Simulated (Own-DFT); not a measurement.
# Which defects push the lattice out? zincblende GaAs

Source: density functional calculations with Own-DFT, an unreviewed in-house program that is no longer used. Nothing was measured or relaxed, and spin and spin-orbit coupling are left out.

Settings: PBE; PseudoDojo norm-conserving scalar-relativistic files; cutoff 42 hartree; 3 x 3 x 3 k mesh centred on Gamma; Fermi-Dirac smearing of 0.1 eV.

Caveats (not all hold for every row): not probed for a lower state with spin; forces on such cells failed a check on a denser k mesh; forces not confirmed at this smearing and k mesh; forces on such cells passed a denser k mesh, each cell not checked; stress not checked against mesh or cutoff.

All runs share one cell, with vectors in Å (11.307, 0.000, 0.000); (0.000, 11.307, 0.000); (0.000, 0.000, 11.307) and a volume of 1445.4 Å³. The atoms are randomly displaced, by u rms on each axis. The defect's site can differ from row to row.

```
cell,formula,u (Å),P (GPa)
no defect,As32Ga32,0.0193,3.51
no defect,As32Ga32,0.0211,3.51
no defect,As32Ga32,0.0472,3.90
one In on a Ga site,As32Ga31In,0.0325,4.28
one In on a Ga site,As32Ga31In,0.0469,4.53
one In on a Ga site,As32Ga31In,0.0476,4.58
two As vacancies,As30Ga32,0.0297,3.28
two As vacancies,As30Ga32,0.0305,?
two As vacancies,As30Ga32,0.0482,3.52
two As vacancies,As30Ga32,0.0506,3.61
one As on a Ga site and one Ga on an As site,As32Ga32,0.0323,3.95
one As on a Ga site and one Ga on an As site,As32Ga32,0.0451,4.18
one As on a Ga site and one Ga on an As site,As32Ga32,0.0524,4.36
two Ga vacancies,As32Ga30,0.0298,3.03
two Ga vacancies,As32Ga30,0.0300,2.95
two Ga vacancies,As32Ga30,0.0313,2.97
```

## Working it out

P = P0 + c u² + a shift for each defect gives P0 = 3.42 GPa, c = 216 ± 13 GPa/Å² and a scatter of 0.03 GPa. The shifts, and each times the cell's volume:

- one In on a Ga site: 0.64 ± 0.03 GPa, 5.8 eV
- one As on a Ga site and one Ga on an As site: 0.32 ± 0.03 GPa, 2.9 eV
- two As vacancies: -0.37 ± 0.03 GPa, -3.3 eV (-1.7 eV for each of its 2 sites)
- two Ga vacancies: -0.64 ± 0.03 GPa, -5.8 eV (-2.9 eV for each of its 2 sites)

Against the defect-free cell, a freed cell would be larger where the shift is positive and smaller where it is negative (160.2 GPa Å³ is 1 eV). The atoms around the defects weren't relaxed, which would change these numbers.

## Test on the hidden row

Asked: what pressure belongs in the blank (two As vacancies, u = 0.0305 Å)?

From the fit: 3.25 ± 0.04 GPa. The run itself gave 3.21 GPa.
